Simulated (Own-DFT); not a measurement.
# Run time against the size of the problem

Wall times of single-point runs (energy, forces and, in most, stress) with one build of Own-DFT, an in-house plane-wave density functional program, since retired. Each ran alone on one NVIDIA H200 card, with norm-conserving files, no spin and no use of crystal symmetry. The k points are those left after time reversal, where it was used. Plane waves for each k point are estimated as V (2 E)^(3/2) / (6 π²) in atomic units.

| cell | atoms | valence electrons | cutoff (hartree) | volume (Å³) | k mesh | k points | plane waves | time (s) |
|---|---|---|---|---|---|---|---|---|
| As4In4 | 8 | 112 | 42 | 222 | 6x6x6 | 112 | 19500 | 237 |
| Ga30P34 | 64 | 560 | 42 | 1295 | 3x3x3 | 14 | 113600 | 1015 |
| AlGa31P32 | 64 | 566 | 42 | 1295 | 3x3x3 | 14 | 113600 | 1009 |
| In32P32 | 64 | 576 | 36 | 1617 | 3x3x3 | 14 | 112600 | 1205 |
| Ga8In24P32 | 64 | 576 | 42 | 1532 | 3x3x3 | 14 | 134400 | 1365 |
| In46P50 | 96 | 848 | 36 | 2426 | 2x3x3 | 10 | 168900 | 2315 |
| In48P46 | 94 | 854 | 36 | 2426 | 2x3x3 | 10 | 168900 | 2317 |
| Ga48P46 | 94 | 854 | 42 | 1943 | 2x3x3 | 10 | 170500 | 1969 |
| In49P47 | 96 | 872 | 36 | 2426 | 2x3x3 | 10 | 168900 | 2272 |
| As30In32 | 62 | 866 | 42 | 1779 | 3x3x3 | 14 | 156100 | 2201 |
| Ga32P30 | 62 | 566 | 42 | 1295 | 3x3x3 | 14 | 113600 | ? |

## Worked fit

Take the size N = k points x plane waves x valence electrons. A line through log(time) against log(N) has a slope of 1.21 ± 0.08 and a scatter of a factor 1.14. Part of the scatter may come from the number of self-consistent steps, which isn't shown. Times belong to this build alone.

## Withheld run

Question: how long should the last run take? Its N is 9.01e+08.

The line gives about 1128 s. It took 1031 s.
